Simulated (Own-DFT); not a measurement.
GaP (zincblende, atoms displaced) (calculated)

A calculation, not a measurement: plane-wave PBE density functional theory by an unreviewed code, no spin, of a simulated periodic cell, stress positive in tension, free energy of the whole cell less one offset for each atom, forces on such cells passed a denser k mesh, this cell's mesh not checked; offsets are fitted by least squares, one for each functional and potential file, so energies compare only between cells with the same atoms and settings and are not formation energies; the far tail of each file's local potential was reset to the Coulomb form; each entry is a single point on an unrelaxed cell, so the pressure reflects the starting lattice, mostly measured values (interpolated for alloys), from which strain is counted, and rises with the displacements; printed positions are rounded, which can move forces by about a meV/angstrom; the program, named Own-DFT, is a retired in-house code; no spin-orbit coupling. Program: Own-DFT development build.

Common to all runs: functional PBE; potential files PseudoDojo norm-conserving, scalar-relativistic, standard set; wave cutoff 42 hartree; occupations Fermi-Dirac; smearing width 0.1 eV; hardware one NVIDIA H200; k mesh 2 x 3 x 3 centred on Gamma.

```json
{"entry": 1, "formula": "GaP", "kind": "zincblende, atoms displaced", "structure": {"cell_angstrom": [[16.3515, 0.0, 0.0], [0.0, 10.901, 0.0], [0.0, 0.0, 10.901]], "atoms_fractional": [["Ga", 0.99166, 0.99828, 0.98928], ["Ga", 0.00848, 0.246, 0.23166], ["Ga", 0.18788, 0.96654, 0.25789], ["Ga", 0.18074, 0.27775, 0.02884], ["P", 0.06535, 0.10908, 0.10325], ["P", 0.07281, 0.35349, 0.3789], ["P", 0.25108, 0.11226, 0.41249], ["P", 0.25436, 0.37561, 0.13222], ["Ga", 0.01158, 0.00528, 0.50419], ["Ga", 0.99488, 0.24322, 0.73076], ["Ga", 0.17181, 0.99633, 0.72382], ["Ga", 0.15338, 0.23224, 0.4857], ["P", 0.07539, 0.09908, 0.63193], ["P", 0.08759, 0.37989, 0.86987], ["P", 0.25707, 0.12736, 0.88097], ["P", 0.24415, 0.39326, 0.59899], ["Ga", 0.00231, 0.49906, 0.98289], ["Ga", 0.00509, 0.73672, 0.24982], ["Ga", 0.16813, 0.51591, 0.25746], ["Ga", 0.16535, 0.76915, 0.01452], ["P", 0.10087, 0.63398, 0.09695], ["P", 0.07753, 0.90224, 0.37602], ["P", 0.26144, 0.62538, 0.3814], ["P", 0.25884, 0.87185, 0.12491], ["Ga", 0.00342, 0.48845, 0.51983], ["Ga", 0.99873, 0.77327, 0.75223], ["Ga", 0.1763, 0.48321, 0.72495], ["Ga", 0.15792, 0.73081, 0.49295], ["P", 0.08196, 0.63552, 0.63205], ["P", 0.08494, 0.8897, 0.86726], ["P", 0.25683, 0.62346, 0.87956], ["P", 0.24137, 0.85989, 0.62633], ["Ga", 0.32856, 0.0046, 0.99729], ["Ga", 0.33925, 0.24401, 0.22419], ["Ga", 0.49076, 0.00473, 0.24612], ["Ga", 0.51531, 0.249, 0.9895], ["P", 0.41648, 0.11078, 0.12124], ["P", 0.41899, 0.3775, 0.37513], ["P", 0.58215, 0.12261, 0.3851], ["P", 0.5941, 0.35682, 0.13366], ["Ga", 0.3385, 0.01668, 0.50021], ["Ga", 0.33548, 0.22828, 0.74951], ["Ga", 0.48316, 0.00165, 0.75244], ["Ga", 0.48627, 0.25864, 0.47795], ["P", 0.40942, 0.13694, 0.62185], ["P", 0.43239, 0.38707, 0.86993], ["P", 0.57505, 0.11717, 0.86747], ["P", 0.57027, 0.39387, 0.59133], ["Ga", 0.34816, 0.49619, 0.98858], ["Ga", 0.33395, 0.75529, 0.276], ["Ga", 0.51351, 0.47454, 0.24636], ["Ga", 0.48877, 0.72777, 0.02047], ["P", 0.4051, 0.62303, 0.1429], ["P", 0.41319, 0.86553, 0.38346], ["P", 0.58701, 0.64186, 0.36443], ["P", 0.56666, 0.88973, 0.12242], ["Ga", 0.33861, 0.51624, 0.50447], ["Ga", 0.32572, 0.7396, 0.75242], ["Ga", 0.49296, 0.48276, 0.76519], ["Ga", 0.49511, 0.75166, 0.50368], ["P", 0.40667, 0.61529, 0.63795], ["P", 0.3978, 0.8578, 0.85881], ["P", 0.58639, 0.63602, 0.85659], ["P", 0.58718, 0.86591, 0.63157], ["Ga", 0.67651, 0.01753, 0.97825], ["Ga", 0.66729, 0.25442, 0.24393], ["Ga", 0.82983, 0.03189, 0.26645], ["Ga", 0.83824, 0.24089, 0.00591], ["P", 0.7475, 0.11448, 0.14102], ["P", 0.73903, 0.40601, 0.37719], ["P", 0.91669, 0.14671, 0.38275], ["P", 0.90357, 0.3864, 0.10856], ["Ga", 0.65472, 0.01604, 0.48278], ["Ga", 0.67583, 0.26862, 0.73132], ["Ga", 0.82102, 0.96329, 0.73979], ["Ga", 0.8139, 0.24989, 0.49088], ["P", 0.76021, 0.13042, 0.65921], ["P", 0.75449, 0.3796, 0.87411], ["P", 0.92738, 0.11434, 0.89134], ["P", 0.90357, 0.37136, 0.62425], ["Ga", 0.66572, 0.50568, 0.01981], ["Ga", 0.65385, 0.74543, 0.25108], ["Ga", 0.81733, 0.46439, 0.24694], ["Ga", 0.82566, 0.74106, 0.00097], ["P", 0.75213, 0.62197, 0.09415], ["P", 0.75391, 0.89194, 0.39162], ["P", 0.91125, 0.6566, 0.36626], ["P", 0.92788, 0.88672, 0.1359], ["Ga", 0.67368, 0.50606, 0.51852], ["Ga", 0.6678, 0.75355, 0.7486], ["Ga", 0.8391, 0.49511, 0.76251], ["Ga", 0.8365, 0.73441, 0.48796], ["P", 0.75665, 0.63917, 0.62481], ["P", 0.76354, 0.88513, 0.86384], ["P", 0.91598, 0.633, 0.87492], ["P", 0.92897, 0.86499, 0.62298]]}, "results": {"free_energy_of_cell_above_offsets [eV]": "-14.318", "pressure [GPa]": 8.49, "stress_xx [GPa]": -8.63, "stress_yy [GPa]": -7.72, "stress_zz [GPa]": -9.13, "stress_yz [GPa]": 1.23, "stress_xz [GPa]": 0.83, "stress_xy [GPa]": -0.06, "force_element": ["Ga", "Ga", "Ga", "Ga", "P", "P", "P", "P", "Ga", "Ga", "Ga", "Ga", "P", "P", "P", "P", "Ga", "Ga", "Ga", "Ga", "P", "P", "P", "P", "Ga", "Ga", "Ga", "Ga", "P", "P", "P", "P", "Ga", "Ga", "Ga", "Ga", "P", "P", "P", "P", "Ga", "Ga", "Ga", "Ga", "P", "P", "P", "P", "Ga", "Ga", "Ga", "Ga", "P", "P", "P", "P", "Ga", "Ga", "Ga", "Ga", "P", "P", "P", "P", "Ga", "Ga", "Ga", "Ga", "P", "P", "P", "P", "Ga", "Ga", "Ga", "Ga", "P", "P", "P", "P", "Ga", "Ga", "Ga", "Ga", "P", "P", "P", "P", "Ga", "Ga", "Ga", "Ga", "P", "P", "P", "P"], "force_x [eV/angstrom]": [2.053, -2.028, -2.309, -5.315, 4.785, 0.6, -2.311, 3.343, -4.919, -0.059, 0.346, 0.568, 2.045, 0.589, -2.65, 2.174, -0.32, 1.215, -0.147, 2.018, -3.825, 2.227, -2.81, 1.397, -0.842, 1.501, -2.803, 0.378, -0.329, 1.039, -1.834, 1.731, 1.203, -0.261, 0.994, -1.353, 0.139, -2.959, -4.017, -2.385, 1.581, -1.414, 0.573, 2.768, 3.301, -6.055, 1.722, 0.376, -1.657, -0.707, -1.329, 1.071, 1.081, 1.237, -2.996, 2.173, -0.026, -1.54, 7.005, 0.921, 2.758, 2.817, -1.786, -1.848, -0.979, 2.148, 2.17, -0.868, -0.924, -1.769, 0.562, 2.517, 4.086, -2.179, 7.262, 0.799, -0.483, -1.42, -4.729, 0.768, -1.905, 3.568, 3.429, 3.531, -1.03, -0.58, 2.184, -2.113, -1.351, 1.631, -0.118, -2.131, -0.026, -6.386, 0.795, -3.351], "force_y [eV/angstrom]": [-4.964, -0.005, 2.928, -4.756, 2.343, 2.766, 1.971, 4.237, -0.844, 0.084, 0.24, 0.193, 4.736, -1.286, 0.934, -4.546, 0.854, 1.968, -0.979, 2.332, -3.962, -4.166, -0.008, -0.873, 0.961, -2.668, 3.46, 2.047, -1.723, -0.333, -1.265, -0.632, -1.729, 0.149, -1.078, 0.283, 1.864, 2.104, 4.01, 2.275, -4.515, 3.284, -1.436, -2.826, -0.829, -8.301, 0.471, -1.109, 0.985, -0.321, 2.571, 1.878, -1.866, 3.303, -4.372, -1.57, -2.204, -0.337, 7.526, -1.087, 1.218, 2.57, -2.241, 2.315, -1.024, -2.608, -3.063, -0.976, 1.936, -4.173, -0.179, -0.265, -4.296, 0.688, 5.128, 0.097, -0.408, -0.755, 4.323, -0.192, -1.71, 4.117, 4.054, 3.532, -0.236, -0.63, -5.693, -1.156, 2.382, 0.561, 1.294, 3.775, -1.502, -5.443, 0.379, 2.012], "force_z [eV/angstrom]": [1.47, -0.469, 1.96, -4.97, 2.644, -1.013, -5.453, 2.84, -1.47, 2.02, 2.875, 2.076, 1.652, -0.762, -0.396, -1.997, 0.437, -1.27, -0.234, -3.848, 3.965, -2.553, -0.327, -0.355, -0.538, 2.169, 4.266, -0.394, 0.496, 1.023, 0.635, -1.74, -0.47, 2.571, 2.313, 0.96, -1.565, -3.112, -4.13, -3.699, 1.932, 1.086, -0.368, 2.684, -0.97, 6.723, -1.245, 2.362, 1.08, -2.725, 1.145, -1.892, 0.232, 0.831, 3.763, -1.218, -0.862, -1.971, -8.056, 1.066, 0.421, 3.043, 2.747, -1.446, 0.839, 3.663, 1.183, -1.062, -2.643, 1.602, 0.047, 1.098, 4.818, 0.808, -7.014, 0.755, -3.061, 1.383, -5.069, -0.609, -3.573, -3.729, -2.957, -1.299, 5.846, -1.072, -2.537, 0.026, 0.005, 0.133, -0.764, 3.032, 1.244, 7.93, -0.284, -2.706], "wall_time [s]": 980.6}}
{"entry": 2, "formula": "GaP", "kind": "zincblende, atoms displaced", "structure": {"cell_angstrom": [[16.3515, 0.0, 0.0], [0.0, 10.901, 0.0], [0.0, 0.0, 10.901]], "atoms_fractional": [["Ga", 0.98571, 0.02043, 0.02276], ["Ga", 0.9946, 0.24608, 0.2555], ["Ga", 0.16559, 0.99973, 0.26032], ["Ga", 0.17172, 0.23944, 0.00549], ["P", 0.07414, 0.12386, 0.10787], ["P", 0.07133, 0.38725, 0.38287], ["P", 0.25107, 0.1239, 0.36518], ["P", 0.26278, 0.38453, 0.13298], ["Ga", 0.98501, 0.98733, 0.54659], ["Ga", 0.98692, 0.24247, 0.75022], ["Ga", 0.16184, 0.02825, 0.75395], ["Ga", 0.17053, 0.23072, 0.50867], ["P", 0.09157, 0.12445, 0.63633], ["P", 0.078, 0.37436, 0.87219], ["P", 0.24629, 0.10364, 0.8813], ["P", 0.24855, 0.36909, 0.62205], ["Ga", 0.01482, 0.51298, 0.01052], ["Ga", 0.00741, 0.76148, 0.25477], ["Ga", 0.16916, 0.49132, 0.24606], ["Ga", 0.17533, 0.75062, 0.00212], ["P", 0.07935, 0.63549, 0.11812], ["P", 0.08621, 0.84959, 0.37275], ["P", 0.24617, 0.62503, 0.38136], ["P", 0.24592, 0.85694, 0.12196], ["Ga", 0.99613, 0.48921, 0.51269], ["Ga", 0.01211, 0.75235, 0.7552], ["Ga", 0.17282, 0.48799, 0.75144], ["Ga", 0.17283, 0.76913, 0.49123], ["P", 0.09342, 0.63046, 0.64246], ["P", 0.08715, 0.8737, 0.86886], ["P", 0.23975, 0.60649, 0.86003], ["P", 0.23495, 0.86709, 0.62917], ["Ga", 0.32458, 0.00835, 0.00343], ["Ga", 0.32801, 0.26346, 0.23792], ["Ga", 0.50142, 0.99433, 0.26209], ["Ga", 0.50216, 0.25198, 0.98754], ["P", 0.40978, 0.13156, 0.14232], ["P", 0.41136, 0.36369, 0.37884], ["P", 0.5889, 0.14031, 0.3934], ["P", 0.57515, 0.37157, 0.13468], ["Ga", 0.34662, 0.98146, 0.48928], ["Ga", 0.32857, 0.25557, 0.75723], ["Ga", 0.48947, 0.01767, 0.76067], ["Ga", 0.49484, 0.23622, 0.50594], ["P", 0.42438, 0.13244, 0.59992], ["P", 0.40996, 0.38646, 0.84088], ["P", 0.57919, 0.14063, 0.87779], ["P", 0.57356, 0.38187, 0.61567], ["Ga", 0.34656, 0.49483, 0.00978], ["Ga", 0.33623, 0.74803, 0.23184], ["Ga", 0.51752, 0.49858, 0.26405], ["Ga", 0.49654, 0.77711, 0.01029], ["P", 0.4166, 0.61547, 0.14578], ["P", 0.41171, 0.87441, 0.36647], ["P", 0.57994, 0.6361, 0.37803], ["P", 0.58688, 0.87841, 0.09798], ["Ga", 0.32846, 0.49853, 0.50376], ["Ga", 0.3313, 0.71859, 0.7374], ["Ga", 0.50189, 0.48555, 0.78371], ["Ga", 0.50477, 0.74199, 0.50837], ["P", 0.40783, 0.61101, 0.64133], ["P", 0.41905, 0.87435, 0.85703], ["P", 0.56773, 0.62848, 0.89851], ["P", 0.584, 0.85506, 0.63797], ["Ga", 0.65871, 0.99079, 0.98943], ["Ga", 0.67596, 0.25629, 0.26303], ["Ga", 0.83439, 0.99634, 0.24191], ["Ga", 0.83383, 0.27472, 0.00472], ["P", 0.7526, 0.11591, 0.13994], ["P", 0.74933, 0.36548, 0.36242], ["P", 0.9188, 0.12261, 0.36354], ["P", 0.91877, 0.36798, 0.11206], ["Ga", 0.65621, 0.99735, 0.511], ["Ga", 0.66398, 0.24753, 0.74669], ["Ga", 0.83297, 0.01791, 0.73879], ["Ga", 0.82032, 0.2412, 0.51346], ["P", 0.74493, 0.13434, 0.61976], ["P", 0.75043, 0.37142, 0.88006], ["P", 0.91181, 0.12344, 0.89034], ["P", 0.92063, 0.36106, 0.6211], ["Ga", 0.66772, 0.49322, 0.00317], ["Ga", 0.67249, 0.74207, 0.25945], ["Ga", 0.83469, 0.51089, 0.23673], ["Ga", 0.83657, 0.75513, 0.97553], ["P", 0.73794, 0.61077, 0.11581], ["P", 0.76156, 0.85087, 0.38321], ["P", 0.91389, 0.61407, 0.37381], ["P", 0.91839, 0.86657, 0.12153], ["Ga", 0.65939, 0.48025, 0.47689], ["Ga", 0.67139, 0.75142, 0.74955], ["Ga", 0.83331, 0.51167, 0.73867], ["Ga", 0.83305, 0.76205, 0.49561], ["P", 0.75623, 0.63016, 0.62797], ["P", 0.75668, 0.85211, 0.8726], ["P", 0.93063, 0.64187, 0.8852], ["P", 0.92717, 0.8676, 0.62592]]}, "results": {"free_energy_of_cell_above_offsets [eV]": "-21.426", "pressure [GPa]": 7.75, "stress_xx [GPa]": -8.45, "stress_yy [GPa]": -7.64, "stress_zz [GPa]": -7.18, "stress_yz [GPa]": -0.13, "stress_xz [GPa]": -1.49, "stress_xy [GPa]": -1.69, "force_element": ["Ga", "Ga", "Ga", "Ga", "P", "P", "P", "P", "Ga", "Ga", "Ga", "Ga", "P", "P", "P", "P", "Ga", "Ga", "Ga", "Ga", "P", "P", "P", "P", "Ga", "Ga", "Ga", "Ga", "P", "P", "P", "P", "Ga", "Ga", "Ga", "Ga", "P", "P", "P", "P", "Ga", "Ga", "Ga", "Ga", "P", "P", "P", "P", "Ga", "Ga", "Ga", "Ga", "P", "P", "P", "P", "Ga", "Ga", "Ga", "Ga", "P", "P", "P", "P", "Ga", "Ga", "Ga", "Ga", "P", "P", "P", "P", "Ga", "Ga", "Ga", "Ga", "P", "P", "P", "P", "Ga", "Ga", "Ga", "Ga", "P", "P", "P", "P", "Ga", "Ga", "Ga", "Ga", "P", "P", "P", "P"], "force_x [eV/angstrom]": [-0.523, 1.349, -1.169, -0.524, 3.286, 2.465, 0.691, -3.415, 7.181, 1.871, 0.925, -0.254, -4.694, 0.775, 0.934, -0.166, -2.393, -2.761, -1.307, -2.36, 2.943, -0.055, 0.761, 1.482, 0.544, -0.467, -2.852, -0.258, -0.616, 0.623, 3.312, 3.34, 2.497, 1.507, 0.946, -2.849, 1.329, 0.996, -0.09, 1.934, -3.371, -1.021, 0.928, 3.848, -5.823, -3.002, 1.74, 0.614, -0.736, -1.324, -3.027, -2.874, 2.199, 2.549, 1.462, 0.086, 0.487, -3.356, 4.565, -2.477, 4.464, -2.135, 2.103, -0.901, 3.235, -3.448, 0.973, -1.454, -1.708, 3.604, -1.47, 2.077, 0.808, -0.352, 0.372, 3.399, -1.98, -0.865, -1.39, -2.714, -2.609, -0.095, -0.07, 2.029, 2.561, -4.716, 0.762, -0.771, 0.607, -0.388, 1.795, 4.224, -1.588, -2.944, -0.686, -7.136], "force_y [eV/angstrom]": [-3.589, 1.396, -0.859, 1.492, 1.718, -2.376, 0.089, 0.694, 8.876, -0.369, -5.196, 1.48, 1.675, -0.57, 3.673, -0.625, -2.671, -2.652, 1.447, -1.814, 1.024, 4.604, -0.107, 3.316, 2.753, -0.484, -1.962, -3.324, -0.984, 2.138, 2.512, 2.297, -2.382, -2.281, 1.294, 1.538, -1.108, 1.185, -1.654, -1.076, 2.316, -2.342, 0.073, 5.681, -5.331, -3.302, -2.417, -0.441, 0.854, -0.193, -0.4, -2.703, 0.074, -3.047, -0.599, -0.306, -0.148, 4.034, 4.06, 0.247, -2.13, -0.565, -0.341, 2.683, 2.492, -3.381, -1.469, -3.34, 1.385, 3.454, -1.52, 2.767, -1.133, 1.664, -1.497, 2.36, -3.129, 1.022, 0.953, 0.461, -1.201, 0.258, -1.216, -2.29, 2.692, 5.474, 1.306, 0.186, 1.296, -2.2, -1.298, -4.411, -0.055, 5.046, -2.254, -7.292], "force_z [eV/angstrom]": [-2.114, -0.968, -1.181, -0.515, 3.803, -1.654, 0.821, -2.925, -7.478, 1.388, 1.394, -1.672, -2.456, 0.343, -0.558, -0.047, -2.289, -1.81, 0.943, -2.896, 2.514, 1.135, -0.938, 1.383, 0.282, -0.139, -1.501, 0.391, -2.3, 1.836, 3.979, 1.625, 1.686, 3.21, -0.942, 2.362, -2.168, 0.139, -1.825, -1.23, 2.733, -1.497, -1.466, -3.929, 6.028, 5.318, -1.441, 1.299, -1.84, 2.095, 0.098, -1.355, -1.489, -1.234, 0.025, 5.892, -0.685, 2.482, -3.682, 0.788, -3.369, 1.524, -0.83, -0.417, -1.425, -3.353, 1.357, -0.676, -2.364, 2.898, 3.046, 2.532, -0.299, 0.055, 1.185, -3.558, 2.015, -1.946, -1.816, 0.295, -1.192, -1.326, -0.29, 3.941, 1.49, -4.22, 0.673, 0.45, 1.143, 0.806, 1.927, 3.86, -1.834, -2.285, -1.279, 5.512], "wall_time [s]": 966.7}}
```
